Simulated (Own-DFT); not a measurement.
# Stretching a layer in its plane: diamond-structure SiGeSn with randomly placed atoms, 64 atoms (Ge44Si16Sn4)

The numbers are computed, not measured, by runs of the plane-wave DFT program Own-DFT (in-house, retired, unreviewed) at fixed positions, with no spin and no spin-orbit coupling.

All runs used: PBE; PseudoDojo norm-conserving scalar-relativistic files; cutoff 49 hartree; 3 x 3 x 3 k mesh centred on Gamma; Fermi-Dirac smearing of 0.1 eV.

Limits: forces on such cells moved up to 12 meV/angstrom on a denser k mesh; stress not checked against mesh or cutoff.

Unstrained cell vectors in Å: (11.306, 0.000, 0.000); (0.000, 11.306, 0.000); (0.000, 0.000, 11.306). The unstrained cell has measured lattice constants (interpolated for alloys), not those of this functional. That, the random moves and any unrelaxed bonds set the pressure at no strain. Each run strains x and y alike by e, as a substrate would, and holds the height along z. Each atom got a random Gaussian move of width 0.05 Å along each axis. The random placing of the alloy's atoms differs from row to row. Stress is positive in tension.

| e (%) | u (Å) | (s_xx + s_yy)/2 (GPa) | s_zz (GPa) |
|---|---|---|---|
| -2.50 | 0.049 | -9.73 | -7.96 |
| -2.25 | 0.055 | -9.14 | -7.82 |
| -2.00 | 0.044 | -8.54 | -6.96 |
| -1.75 | 0.044 | -7.62 | -6.36 |
| -0.75 | 0.046 | -5.90 | -5.10 |
| 0.25 | 0.051 | -3.83 | -3.97 |
| 1.25 | 0.050 | -1.90 | -2.78 |
| 1.50 | 0.048 | ? | ? |
| 2.00 | 0.048 | -0.78 | -2.14 |
| 2.75 | 0.050 | 0.20 | -1.46 |

## What the rows give

With e as a fraction, the in-plane stress is -4.2 + 192 e - 1045 e² GPa (errors 3 and 217, scatter 0.16), and s_zz is -4.2 + 125 e - 1073 e² GPa (slope ± 4, scatter 0.20). At e = 0 the first slope is C11 + C12 and the second 2 C12, both with the ions held to the strained lattice and at the cell's own pressure. The term in e² is negative: the layer stiffens under compression and softens under tension. A free layer would change its height as e changes, and the in-plane slope would drop by 2 C12²/C11 to the biaxial modulus. At fixed height, a misfit of 1 % moves the in-plane stress by about 1.9 GPa and s_zz by 1.2 GPa.

## Withheld run

Q: what are the two stresses at e = 1.50 %?

From the fit: -1.6 and -2.5 GPa. Computed: -1.63 and -2.70 GPa.
